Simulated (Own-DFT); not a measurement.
# Misfit strain and the stress it brings: wurtzite AlGaN with randomly placed atoms, 72 atoms (Al27Ga9N36)

Everything here is calculated. The program is Own-DFT (plane waves, in-house, since retired, never reviewed by a person); positions were held fixed, and spin and spin-orbit coupling were off.

Settings: PBE; PseudoDojo norm-conserving scalar-relativistic files (stringent for Ga); cutoff 96 hartree; 4 x 4 x 3 k mesh centred on Gamma; Gaussian smearing of 0.01 eV.

Limits: forces on such cells passed a denser k mesh, each cell not checked; stress not checked against mesh or cutoff.

Unstrained cell vectors in Å: (9.394, 0.000, 0.000); (-4.697, 8.135, 0.000); (0.000, 0.000, 10.066). The unstrained cell has measured lattice constants (interpolated for alloys), not those of this functional. That, the random moves and any unrelaxed bonds set the pressure at no strain. Each run strains x and y alike by e, as a substrate would, and holds the height along z. Each coordinate of each atom was shifted by a normal deviate of width 0.05 Å. The random placing of the alloy's atoms differs from row to row. Stress is positive in tension.

```
e (%),u (Å),(s_xx + s_yy)/2 (GPa),s_zz (GPa)
-2.75,0.053,-24.60,-11.08
-2.50,0.050,?,?
-1.75,0.051,-16.58,-11.74
-0.75,0.050,-10.63,-8.49
1.00,0.053,-0.89,-4.93
1.25,0.049,1.09,-6.70
2.00,0.045,4.03,-1.93
2.25,0.049,5.07,-2.59
2.50,0.049,5.46,-1.66
3.00,0.050,8.49,-3.09
```

## Worked fit

With e as a fraction, the in-plane stress is -6.0 + 571 e - 3530 e² GPa (errors 8 and 561, scatter 0.46), and s_zz is -7.2 + 182 e GPa (slope ± 23, scatter 1.32). At e = 0 the first slope is C11 + C12 and the second 2 C13, both with the ions held to the strained lattice and at the cell's own pressure. The term in e² is negative: the layer stiffens under compression and softens under tension. A free layer would change its height as e changes, and the in-plane slope would drop by 2 C13²/C33 to the biaxial modulus. At fixed height, a misfit of 1 % moves the in-plane stress by about 5.7 GPa and s_zz by 1.8 GPa.

## The run left out

Question: what are the two stresses at e = -2.50 %?

Estimate: -22.5 and -11.7 GPa. The hidden result is -22.23 and -10.62 GPa.
